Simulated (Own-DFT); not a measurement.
## Calculated data, Si3Ge (layered order of Si and Ge on the diamond lattice, atoms displaced)

All values are calculated (Own-DFT development build). A calculation, not a measurement: plane-wave density functional theory by an unreviewed code, no spin, of a simulated periodic cell, stress positive in tension, run twice, with PBE and with PBEsol, both on files made for PBE, so the change isn't that of files made for PBEsol, forces on such cells passed a denser k mesh, this cell's mesh not checked; the far tail of each file's local potential was reset to the Coulomb form; each entry is a single point on an unrelaxed cell, so the pressure reflects the starting lattice, mostly measured values (interpolated for alloys), from which strain is counted, and rises with the displacements; printed positions are rounded, which can move forces by about a meV/angstrom; the program, named Own-DFT, is a retired in-house code; no spin-orbit coupling; stress was not checked against mesh or cutoff.

```xyz
64
Lattice="10.9755 0.0000 0.0000 0.0000 10.9755 0.0000 0.0000 0.0000 10.9755" Properties=species:S:1:pos:R:3:PBE_force_x:R:1:PBE_force_y:R:1:PBE_force_z:R:1:PBEsol_force_x:R:1:PBEsol_force_y:R:1:PBEsol_force_z:R:1 formula=Si3Ge functional=PBE,then_PBEsol potential_files=PseudoDojo_norm-conserving,scalar-relativistic,standard_set wave_cutoff=42 occupations=Fermi-Dirac smearing_width=0.1 k_mesh=3_x_3_x_3_centred_on_Gamma PBE_pressure=2.5 PBE_stress_xx=-2.47 PBE_stress_yy=-2.51 PBE_stress_zz=-2.52 PBE_stress_yz=0.59 PBE_stress_xz=-0.41 PBE_stress_xy=-0.42 PBEsol_pressure=0.71 PBEsol_stress_xx=-0.68 PBEsol_stress_yy=-0.73 PBEsol_stress_zz=-0.73 PBEsol_stress_yz=0.59 PBEsol_stress_xz=-0.4 PBEsol_stress_xy=-0.42 rms_change_of_force_components_from_PBE_to_PBEsol=0.044
Ge     0.0147     0.0367     0.0061     -0.566     -0.094     -1.267     -0.547     -0.087      -1.15
Si     0.0757     2.7840     2.7360     -0.453     -0.484      0.355     -0.451     -0.483      0.244
Si     2.7931    10.9412     2.7183     -0.394      0.458      0.697     -0.382      0.447      0.591
Ge     2.7020     2.7713     0.0153      1.261     -0.515     -1.255      1.228     -0.511     -1.139
Ge     1.3792     1.3684     1.3221      0.328     -0.055      1.578      0.318     -0.053      1.451
Si     1.3838     4.1367     4.0829      -0.07      0.148      0.843     -0.068      0.148      0.838
Si     4.1342     1.3977     4.1204     -0.217     -0.642     -0.023     -0.217      -0.64     -0.027
Ge     4.1593     4.0729     1.3693     -0.659        0.8      0.783     -0.651      0.785      0.687
Si    10.9321     0.0207     5.5034      0.855     -0.439     -0.136      0.846     -0.439     -0.132
Si    10.9544     2.7165     8.2411      0.282      0.838     -0.023      0.278      0.834     -0.013
Si     2.7622    10.9741     8.2697     -0.095      0.076     -0.612     -0.098      0.076     -0.596
Si     2.7593     2.7368     5.4755     -0.358      0.189      0.133     -0.361      0.187      0.131
Si     1.3634     1.3840     6.8869      0.212     -0.251     -0.208      0.215     -0.251     -0.205
Si     1.4025     4.1331     9.6248     -0.661      0.132     -1.019     -0.649      0.125     -0.908
Si     4.2116     1.3164     9.5383     -1.479      0.759      0.517     -1.443      0.724      0.608
Si     4.1351     4.1159     6.8324     -0.001      0.111     -0.053      0.006      0.111     -0.058
Ge    10.9605     5.5320    10.9693      0.493     -0.385     -0.171      0.484     -0.379     -0.089
Si     0.0367     8.2567     2.7351     -0.446     -0.529      0.685     -0.449      -0.53      0.573
Si     2.7016     5.5292     2.7747      0.942     -0.543     -0.014      0.922      -0.52     -0.115
Ge     2.7396     8.2143     0.0146     -0.185      0.428     -1.497     -0.183      0.417     -1.364
Ge     1.4152     6.8991     1.3822     -0.818     -0.504      0.551     -0.787      -0.48      0.451
Si     1.3895     9.5655     4.0829     -0.074      0.801       0.67     -0.068      0.795      0.657
Si     4.0925     6.8673     4.1314     -0.063      0.115      0.285     -0.068      0.118      0.281
Ge     4.1046     9.5534     1.3516      0.476      0.253      0.654      0.458       0.24       0.55
Si    10.9566     5.5367     5.4977      0.281     -0.494     -0.338      0.279     -0.484     -0.339
Si    10.9632     8.2316     8.2256      0.273     -0.338      0.062       0.27     -0.339       0.07
Si     2.7494     5.4896     8.1903      0.353     -0.392      0.558      0.353     -0.389       0.56
Si     2.7092     8.2472     5.5546       0.49     -0.049     -0.626      0.479     -0.044     -0.615
Si     1.4087     6.8250     6.8595     -0.686       0.54      0.196      -0.68      0.528      0.195
Si     1.3469     9.6412     9.5810      0.246     -0.527     -0.112      0.234     -0.517     -0.014
Si     4.1124     6.8275     9.6413     -0.155      0.627     -1.342     -0.148      0.617     -1.222
Si     4.1171     9.6154     6.8671      0.157      0.013       0.05      0.163      0.017       0.05
Ge     5.4618    10.9704    10.9692      0.531     -0.236     -0.101      0.518     -0.237     -0.019
Si     5.4606     2.7387     2.7705      0.967      0.053      0.356      0.955      0.064      0.255
Si     8.2125     0.0180     2.7873       1.27     -0.177       0.21      1.251     -0.156      0.114
Ge     8.2006     2.7268    10.9457       0.16      0.442     -0.135       0.15      0.425     -0.053
Ge     6.8889     1.3333     1.3939     -0.672      0.382      0.403     -0.659      0.378      0.311
Si     6.9185     4.1343     4.1083     -0.674      0.006     -0.328     -0.661      0.007     -0.338
Si     9.6736     1.4185     4.1356     -0.737      0.112     -0.328     -0.724       0.12     -0.339
Ge     9.6159     4.1203     1.3987     -0.174     -0.122      0.033     -0.165     -0.113     -0.043
Si     5.5217    10.9737     5.4653     -0.665     -0.314      -0.12     -0.664     -0.316     -0.128
Si     5.4418     2.7582     8.2681      0.701      -0.04     -0.933      0.695     -0.031     -0.919
Si     8.2724    10.9351     8.2028     -0.552      0.254      0.094     -0.545      0.251      0.097
Si     8.1860     2.7482     5.4734      0.729     -0.098      0.421      0.716     -0.104      0.424
Si     6.8101     1.3255     6.8315      0.586      0.657      0.688      0.578      0.651      0.693
Si     6.8264     4.1261     9.5843       0.08       0.22     -0.187      0.082      0.221     -0.087
Si     9.5720     1.3931     9.5715      0.173     -0.484     -0.269      0.163     -0.476     -0.163
Si     9.6118     4.1668     6.8576     -0.055     -0.871     -0.193     -0.046     -0.868     -0.196
Ge     5.4816     5.5569     0.0283     -0.161     -1.393     -1.021     -0.142     -1.354     -0.909
Si     5.4697     8.1812     2.7306      0.431      0.423      0.703       0.43      0.419      0.598
Si     8.2162     5.5256     2.7090       0.39     -0.488      0.816      0.378     -0.474      0.699
Ge     8.2220     8.2300     0.0396      0.418      0.167     -1.139      0.404      0.155     -1.032
Ge     6.8668     6.8291     1.3331      0.012      0.722      1.317      0.004      0.703      1.193
Si     6.9052     9.6162     4.1197     -0.714      -0.49     -0.258     -0.709     -0.491     -0.265
Si     9.5720     6.8589     4.1211      0.398      0.292     -0.481      0.397      0.287     -0.489
Ge     9.6658     9.5997     1.3535     -0.727      0.327      1.025     -0.709      0.322       0.92
Si     5.5304     5.5103     5.4602     -0.464     -0.405     -0.096     -0.459     -0.403     -0.103
Si     5.5236     8.2449     8.2403     -0.487      -0.23      0.108     -0.484     -0.228      0.118
Si     8.2390     5.4618     8.2043     -0.393      0.396      0.174     -0.395      0.395       0.18
Si     8.2008     8.1987     5.4598      0.284      0.336      0.404      0.276      0.331      0.404
Si     6.8300     6.8577     6.8297      0.403      0.046      0.487        0.4      0.044      0.488
Si     6.8630     9.6127     9.6209      0.293     -0.019     -0.591      0.288     -0.012     -0.482
Si     9.5931     6.8282     9.6032     -0.365       0.59      -0.68     -0.356      0.578     -0.571
Si     9.6165     9.5685     6.8473     -0.256     -0.103     -0.304     -0.252     -0.112     -0.308
```

Units: wave_cutoff in hartree; smearing_width in eV; PBE_pressure, PBE_stress_xx, PBE_stress_yy, PBE_stress_zz, PBE_stress_yz, PBE_stress_xz, PBE_stress_xy, PBEsol_pressure, PBEsol_stress_xx, PBEsol_stress_yy, PBEsol_stress_zz, PBEsol_stress_yz, PBEsol_stress_xz, PBEsol_stress_xy in GPa; rms_change_of_force_components_from_PBE_to_PBEsol, PBE_force_x, PBE_force_y, PBE_force_z, PBEsol_force_x, PBEsol_force_y, PBEsol_force_z in eV/Å.
